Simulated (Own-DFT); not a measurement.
# Response to strain: diamond-structure GeSn with randomly placed atoms, 64 atoms (Ge60Sn4)

Calculated results; nothing here was measured. The program, named Own-DFT, is a retired in-house plane-wave density functional code that no person has reviewed. Each row is one single-point run on a periodic cell that was not relaxed, without spin or spin-orbit coupling.

Settings of every run: PBE; PseudoDojo norm-conserving scalar-relativistic files; cutoff 49 hartree; 3 x 3 x 3 k mesh centred on Gamma; Fermi-Dirac smearing of 0.1 eV.

Known limits: forces on such cells moved up to 12 meV/angstrom on a denser k mesh; stress not checked against mesh or cutoff.

Unstrained cell vectors in Å: (11.420, 0.000, 0.000); (0.000, 11.420, 0.000); (0.000, 0.000, 11.420). The unstrained cell has measured lattice constants (interpolated for alloys), not those of this functional. That, the random moves and any unrelaxed bonds set the pressure at no strain. Each run strains this cell uniformly, with the atoms carried along. Every atom was also moved at random, by a Gaussian of width 0.05 Å on each axis. The random placing of the alloy's atoms differs from row to row. Strain is the symmetric tensor, in per cent. Stress is positive in tension, and the pressure is minus a third of its trace.

```
run,e_xx (%),e_yy (%),e_zz (%),s_xx (GPa),s_yy (GPa),s_zz (GPa),P (GPa),E (meV/atom)
1,2.50,2.50,0.00,-1.13,-1.15,-2.54,1.61,14.9
2,-2.00,-2.00,0.00,-8.82,-8.74,-7.51,8.36,72.8
3,-3.00,-3.00,0.00,-11.25,-10.92,-8.88,10.35,101.9
4,2.00,2.00,0.00,-1.52,-1.66,-2.77,1.98,0.0
5,-1.50,-1.50,0.00,-7.56,-7.52,-6.57,7.22,45.3
6,1.50,1.50,0.00,-2.62,-2.63,-3.46,2.90,20.8
7,-1.25,-1.25,0.00,-7.10,-7.20,-6.40,6.90,47.5
8,-0.50,-0.50,0.00,-5.97,-5.95,-5.74,5.88,49.6
9,-2.50,-2.50,0.00,?,?,?,?,?
```

E is the free energy for each atom above the lowest run shown.

## Worked fit

The change of volume is close to e_xx + e_yy + e_zz. A straight line through the runs shown gives P = 5.24 - 78 x (fractional change of volume) GPa, with an error of 3 on the slope and a scatter of 0.31 GPa. The strain isn't the same on all axes, but the crystal is cubic, so the slope still estimates the bulk modulus, averaged over pressures from 1.6 to 10.4 GPa.

## Withheld run

Question: what pressure should run 9 give? Its volume changes by -4.94 %.

The line gives 9.1 GPa. The calculation gave 9.18 GPa.
